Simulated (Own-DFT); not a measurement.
# Response to strain: 4H SiC, 32 atoms (C16Si16)

These are calculations, not measurements. The program, named Own-DFT, is a retired in-house plane-wave density functional code that no person has reviewed. Each row is one single-point run on a periodic cell that was not relaxed, without spin or spin-orbit coupling.

Settings of every run: PBE; PseudoDojo norm-conserving scalar-relativistic files; cutoff 42 hartree; 5 x 5 x 3 k mesh centred on Gamma; Fermi-Dirac smearing of 0.1 eV.

Known limits: forces on such cells passed a denser k mesh, each cell not checked; stress not checked against mesh or cutoff.

Unstrained cell vectors in Å: (6.165, 0.000, 0.000); (-3.083, 5.339, 0.000); (0.000, 0.000, 10.068). The unstrained cell has measured lattice constants (interpolated for alloys), not those of this functional. That, the random moves and any unrelaxed bonds set the pressure at no strain. Each run strains this cell uniformly, with the atoms carried along. Every atom was also moved at random, by a Gaussian of width 0.05 Å on each axis. Strain is the symmetric tensor, in per cent. Stress is positive in tension, and the pressure is minus a third of its trace.

```
run,e_xx (%),e_yy (%),e_zz (%),e_yz (%),e_xz (%),e_xy (%),s_xx (GPa),s_yy (GPa),s_zz (GPa),s_yz (GPa),s_xz (GPa),s_xy (GPa),P (GPa),E (meV/atom)
1,0.70,0.10,0.55,0.14,-1.95,1.59,-0.38,-2.71,-3.73,0.81,-5.63,5.99,2.27,12.8
2,-0.13,-1.95,-0.99,1.11,-0.87,-1.24,-3.54,-20.25,-14.63,4.71,-1.90,-5.40,12.80,34.3
3,-0.43,1.79,-0.06,-0.08,-1.12,-0.97,-4.57,4.03,-5.75,-0.93,-2.62,-2.69,2.10,11.7
4,0.16,0.58,-1.33,1.57,1.53,-1.14,-5.92,-2.23,-10.16,4.66,4.11,-6.00,6.10,13.8
5,-0.29,1.59,1.17,-0.99,-1.21,-1.68,-5.27,0.39,2.36,-3.84,-5.19,-8.15,0.84,33.0
6,-1.99,-1.73,-1.07,1.13,1.38,0.60,-19.67,-14.72,-17.09,2.22,4.90,2.72,17.16,42.9
7,-1.13,-1.64,-1.67,1.35,1.74,-0.14,-14.33,-16.50,-19.95,6.18,7.00,0.55,16.93,61.8
8,0.60,0.25,-0.08,0.54,0.03,1.36,-0.51,-2.57,-7.20,1.29,1.13,6.00,3.42,0.0
9,0.76,-0.34,-1.98,-1.07,-1.31,0.87,-1.76,-7.09,-17.56,-5.02,-4.82,3.49,8.80,15.0
10,0.98,-1.08,0.71,-1.52,1.81,-0.33,0.68,-9.66,-4.73,-5.23,5.73,-2.60,4.57,35.0
11,-0.49,-1.66,-1.23,1.04,1.63,1.54,-11.73,-16.45,-14.26,1.37,5.78,12.32,14.14,47.5
12,0.98,1.16,-1.27,1.85,1.86,1.31,0.81,0.04,-12.52,7.37,6.78,4.54,3.89,34.0
13,-0.59,-0.45,-1.51,-1.64,-1.76,1.87,-9.61,-8.29,-19.38,-5.68,-7.26,9.45,12.43,43.7
14,1.35,1.42,-1.01,1.67,-1.96,-1.23,2.55,1.32,-10.61,5.07,-6.61,-5.93,2.25,39.3
15,-0.53,0.14,-1.78,-0.70,1.67,-1.91,-8.88,-7.89,-14.43,-2.81,5.98,-10.46,10.40,33.1
16,-0.56,0.02,1.30,-1.85,0.83,-1.85,?,?,?,?,?,?,?,?
```

E is the free energy for each atom above the lowest run shown.

## Worked fit

Each stress component was fitted by least squares to a constant and the strains of the runs shown, as fractions, with shears doubled. Shear strains stay in the fit of a normal stress only where such slopes are resolved. The slopes, in GPa:

| stress | at no strain | per e_xx | per e_yy | per e_zz | scatter |
|---|---|---|---|---|---|
| s_xx | -4.7 | 614 ± 53 | 49 ± 38 | 84 ± 46 | 1.59 |
| s_yy | -5.8 | 71 ± 62 | 528 ± 45 | 52 ± 54 | 1.86 |
| s_zz | -7.1 | 55 ± 59 | 147 ± 43 | 529 ± 51 | 1.78 |

Each shear stress against twice its own strain: yz 177 ± 15, xz 166 ± 9, xy 244 ± 21 GPa. These are stiffnesses along x, y and z of the frame in which the cell vectors are given, which need not be the crystal's axes. The atoms are held to the strained lattice; where symmetry lets them move under strain, relaxing them would lower some slopes. The table should be nearly symmetric about its diagonal, and what it lacks of that shows the noise. A ninth of its sum, 237 ± 7 GPa, estimates the bulk modulus near the mean pressure of these runs, 7.9 GPa, so it lies above the value at zero pressure.

## Withheld run

Question: what normal stresses and pressure should run 16 give?

The fit gives s_xx = -7.1, s_yy = -5.4, s_zz = -0.5 and P = 4.3 GPa. The calculation gave -9.77, -3.65, 3.04 and P = 3.46 GPa.
